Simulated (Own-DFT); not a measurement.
AlGa₃N₄ (wurtzite random alloy, strained, atoms displaced) (calculated)

Computed with Own-DFT development build. A calculation, not a measurement: plane-wave PBE density functional theory by an unreviewed code, no spin, of a simulated periodic cell, stress positive in tension, free energy of the whole cell less one offset for each atom, forces on such cells passed a denser k mesh, this cell's mesh not checked; offsets are fitted by least squares, one for each functional and potential file, so energies compare only between cells with the same atoms and settings and are not formation energies; the far tail of each file's local potential was reset to the Coulomb form; each entry is a single point on an unrelaxed cell, so the pressure reflects the starting lattice, mostly measured values, from which strain is counted, and rises with the displacements; printed positions are rounded, which can move forces by about a meV/angstrom; the program is a retired in-house code; no spin-orbit coupling.

## AlGa₃N₄ (wurtzite random alloy, strained, atoms displaced)

```
cell vectors (Å)
   9.6757     0.0000     0.0000
  -4.8378     8.3794     0.0000
   0.0000     0.0000    10.2685
atoms (fractions of the cell vectors)
Ga  0.11220  0.22391  0.99907
Ga  0.22869  0.12262  0.25058
N   0.10965  0.21953  0.18580
N   0.22729  0.11540  0.43882
Ga  0.11074  0.21982  0.50091
Ga  0.23213  0.11917  0.75767
N   0.10647  0.22111  0.68396
N   0.21832  0.10451  0.94593
Ga  0.10402  0.55259  0.00396
Al  0.21038  0.43754  0.25333
N   0.11479  0.54805  0.18698
N   0.23491  0.46294  0.43564
Al  0.11051  0.56598  0.49808
Ga  0.21999  0.44491  0.75187
N   0.11368  0.56555  0.69116
N   0.23109  0.45218  0.94471
Ga  0.11001  0.88589  0.99835
Ga  0.21817  0.78149  0.24357
N   0.11305  0.90140  0.18998
N   0.22068  0.77912  0.44521
Ga  0.11763  0.89584  0.50435
Ga  0.22139  0.77460  0.75825
N   0.11066  0.89200  0.68573
N   0.22136  0.77358  0.93252
Ga  0.44670  0.22157  0.00095
Ga  0.55105  0.10615  0.25624
N   0.44106  0.22465  0.18676
N   0.55111  0.11038  0.44661
Ga  0.44689  0.22195  0.50011
Al  0.56464  0.10595  0.75403
N   0.44582  0.22636  0.68843
N   0.56048  0.10905  0.94528
Ga  0.44698  0.56095  0.99799
Ga  0.54808  0.44397  0.25479
N   0.44121  0.55030  0.18478
N   0.56741  0.45317  0.44623
Ga  0.44344  0.55929  0.51109
Ga  0.55820  0.44158  0.74761
N   0.43762  0.55013  0.69067
N   0.54955  0.43873  0.94258
Al  0.45019  0.88718  0.99973
Ga  0.55446  0.77663  0.24910
N   0.43973  0.89213  0.18485
N   0.54490  0.77804  0.43909
Ga  0.44704  0.88966  0.50866
Ga  0.54726  0.76923  0.75020
N   0.44760  0.88550  0.69386
N   0.55765  0.77811  0.93764
Al  0.77531  0.22469  0.00699
Ga  0.89686  0.11543  0.24856
N   0.76720  0.22356  0.18704
N   0.89537  0.10796  0.43443
Ga  0.77821  0.21615  0.50580
Al  0.87992  0.11125  0.75314
N   0.77018  0.21405  0.68758
N   0.89201  0.11714  0.93797
Ga  0.77866  0.54941  0.00791
Al  0.88864  0.43591  0.24224
N   0.77268  0.55548  0.19363
N   0.89075  0.45194  0.44068
Al  0.77347  0.55221  0.49728
Al  0.89420  0.45084  0.74764
N   0.78279  0.56185  0.69632
N   0.88613  0.43811  0.93646
Ga  0.77190  0.88630  0.99014
Ga  0.89273  0.77963  0.25102
N   0.78020  0.88900  0.19441
N   0.88815  0.77101  0.44949
Ga  0.77931  0.89230  0.49813
Ga  0.88991  0.77003  0.74602
N   0.78463  0.88709  0.68571
N   0.89054  0.76559  0.94557
```

Here we set functional PBE, potential files PseudoDojo norm-conserving, scalar-relativistic, standard set, wave cutoff 42 hartree, occupations Fermi-Dirac, smearing width 0.1 eV and k mesh 4 x 4 x 3 centred on Gamma.

The calculation gives: free energy of cell above offsets 5.625 eV; pressure 0.34 GPa; stress xx 2.5 GPa; stress yy 1.88 GPa; stress zz -5.4 GPa; stress yz -0.1 GPa; stress xz -0.07 GPa; stress xy -0.86 GPa.

Force:
| element | x (eV/Å) | y (eV/Å) | z (eV/Å) |
| --- | --- | --- | --- |
| Ga | 0.273 | 0.182 | -0.376 |
| Ga | -0.13 | -0.883 | -0.036 |
| N | -0.212 | 1.553 | 0.838 |
| N | -0.222 | 0.2 | 0.049 |
| Ga | 0.451 | 1.122 | -0.53 |
| Ga | -1.067 | -0.946 | -0.946 |
| N | -0.57 | -0.027 | 1.994 |
| N | 0.238 | 0.947 | -0.608 |
| Ga | 0.917 | 0.103 | -1.344 |
| Al | 1.963 | 0.756 | -0.47 |
| N | -1.789 | 0.109 | 1.145 |
| N | -1.713 | -1.524 | 0.168 |
| Al | 0.576 | -0.703 | 0.253 |
| Ga | -0.49 | -0.442 | -0.018 |
| N | -0.383 | -1.911 | -0.987 |
| N | -1.251 | -0.941 | -0.903 |
| Ga | 0.001 | -0.143 | 0.329 |
| Ga | 0.256 | -0.172 | 1.254 |
| N | 0.55 | -1.08 | -0.073 |
| N | 0.328 | 0.147 | -0.954 |
| Ga | -0.484 | -0.602 | -0.996 |
| Ga | -0.509 | 1.226 | -2.77 |
| N | 0.924 | 0.395 | 1.984 |
| N | 0.869 | 0.621 | 3.651 |
| Ga | -0.29 | -0.263 | -0.179 |
| Ga | -0.632 | 0.474 | -0.427 |
| N | 1.03 | -0.034 | 1.088 |
| N | 1.199 | -0.173 | -0.584 |
| Ga | -0.643 | 0.882 | 0.225 |
| Al | -1.832 | 0.055 | 0.168 |
| N | 1.478 | -1.21 | 0.77 |
| N | 0.255 | -0.489 | -1.089 |
| Ga | 0.824 | -0.904 | 0.533 |
| Ga | 0.589 | 0.303 | -0.206 |
| N | -1.202 | 0.301 | 1.19 |
| N | -1.519 | -0.958 | -0.243 |
| Ga | 0.567 | 0.03 | -2.179 |
| Ga | -0.168 | 0.598 | 0.894 |
| N | 0.636 | 0.166 | 1.276 |
| N | 0.603 | 0.677 | -0.692 |
| Al | -1.043 | 0.211 | -0.186 |
| Ga | -0.224 | -0.343 | 0.026 |
| N | 0.672 | -0.61 | -0.349 |
| N | 1.586 | 0.251 | 0.24 |
| Ga | -1.045 | -0.313 | -0.944 |
| Ga | 1.439 | 0.53 | -0.55 |
| N | -0.638 | 1.18 | 0.822 |
| N | -1.175 | 0.306 | 0.254 |
| Al | 0.511 | -0.459 | -1.334 |
| Ga | -1.104 | -0.995 | -0.536 |
| N | 1.363 | 0.164 | 0.497 |
| N | -1.107 | 0.783 | 0.573 |
| Ga | -0.067 | 0.878 | -1.813 |
| Al | 1.684 | -0.505 | -0.74 |
| N | 0.72 | 1.179 | 1.685 |
| N | -1.113 | -0.171 | -0.024 |
| Ga | -0.987 | -0.123 | -0.828 |
| Al | -1.072 | 1.341 | 1.546 |
| N | 1.617 | -0.681 | 0.493 |
| N | 0.587 | -0.806 | -0.5 |
| Al | 1.376 | 1.046 | 0.836 |
| Al | -0.335 | -0.393 | 0.09 |
| N | 0.589 | -2.812 | -1.81 |
| N | 0.076 | -0.553 | 0.013 |
| Ga | 2.024 | 0.422 | 1.404 |
| Ga | -0.273 | -0.23 | 0.701 |
| N | -0.678 | 0.269 | -1.023 |
| N | -0.221 | 0.404 | -1 |
| Ga | 0.174 | -1.3 | -0.187 |
| Ga | -0.131 | 2.081 | 0.938 |
| N | -1.486 | 0.819 | 1.445 |
| N | -1.14 | 0.991 | -0.942 |
